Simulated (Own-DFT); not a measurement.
# How strain changes the stress of wurtzite AlN, 72 atoms (Al36N36)

All numbers below are calculated, not measured. The program, named Own-DFT, is a retired in-house plane-wave density functional code that no person has reviewed. Each row is one single-point run on a periodic cell that was not relaxed, without spin or spin-orbit coupling.

Settings of every run: PBE; PseudoDojo norm-conserving scalar-relativistic files; cutoff 42 hartree; 3 x 3 x 2 k mesh centred on Gamma; Fermi-Dirac smearing of 0.1 eV.

Known limits: forces on such cells moved up to 12 meV/angstrom on a denser k mesh; stress not checked against mesh or cutoff.

Unstrained cell vectors in Å: (9.336, 0.000, 0.000); (-4.668, 8.085, 0.000); (0.000, 0.000, 9.964). The unstrained cell has measured lattice constants (interpolated for alloys), not those of this functional. That, the random moves and any unrelaxed bonds set the pressure at no strain. Each run strains this cell uniformly, with the atoms carried along. Every atom was also moved at random, by a Gaussian of width 0.05 Å on each axis. Strain is the symmetric tensor, in per cent. Stress is positive in tension, and the pressure is minus a third of its trace.

| run | e_xx (%) | e_yy (%) | e_zz (%) | s_xx (GPa) | s_yy (GPa) | s_zz (GPa) | P (GPa) | E (meV/atom) |
|---|---|---|---|---|---|---|---|---|
| 1 | 2.25 | 2.25 | 0.00 | 7.01 | 5.32 | -2.39 | -3.31 | 7.6 |
| 2 | -0.50 | -0.50 | 0.00 | -8.62 | -8.77 | -6.66 | 8.01 | 31.3 |
| 3 | 1.50 | 1.50 | 0.00 | 2.21 | 3.71 | -3.15 | -0.92 | 0.0 |
| 4 | 2.00 | 2.00 | 0.00 | 5.84 | 4.34 | -3.83 | -2.12 | 15.7 |
| 5 | -0.75 | -0.75 | 0.00 | -9.76 | -11.97 | -5.73 | 9.15 | 32.2 |
| 6 | 1.25 | 1.25 | 0.00 | 1.64 | 1.04 | -4.10 | 0.47 | 10.9 |
| 7 | -3.00 | -3.00 | 0.00 | -26.24 | -22.39 | -11.61 | 20.08 | 64.8 |
| 8 | -1.50 | -1.50 | 0.00 | -17.18 | -13.43 | -7.48 | 12.70 | 39.0 |
| 9 | -0.25 | -0.25 | 0.00 | ? | ? | ? | ? | ? |

E is the free energy for each atom above the lowest run shown.

## Worked fit

The change of volume is close to e_xx + e_yy + e_zz. A straight line through the runs shown gives P = 6.27 - 222 x (fractional change of volume) GPa, with an error of 6 on the slope and a scatter of 0.55 GPa. The strain isn't the same on all axes and the cell isn't cubic, so the slope belongs to this path and is not the bulk modulus.

## Withheld run

Question: what pressure should run 9 give? Its volume changes by -0.50 %.

The line gives 7.4 GPa. The calculation gave 6.44 GPa.
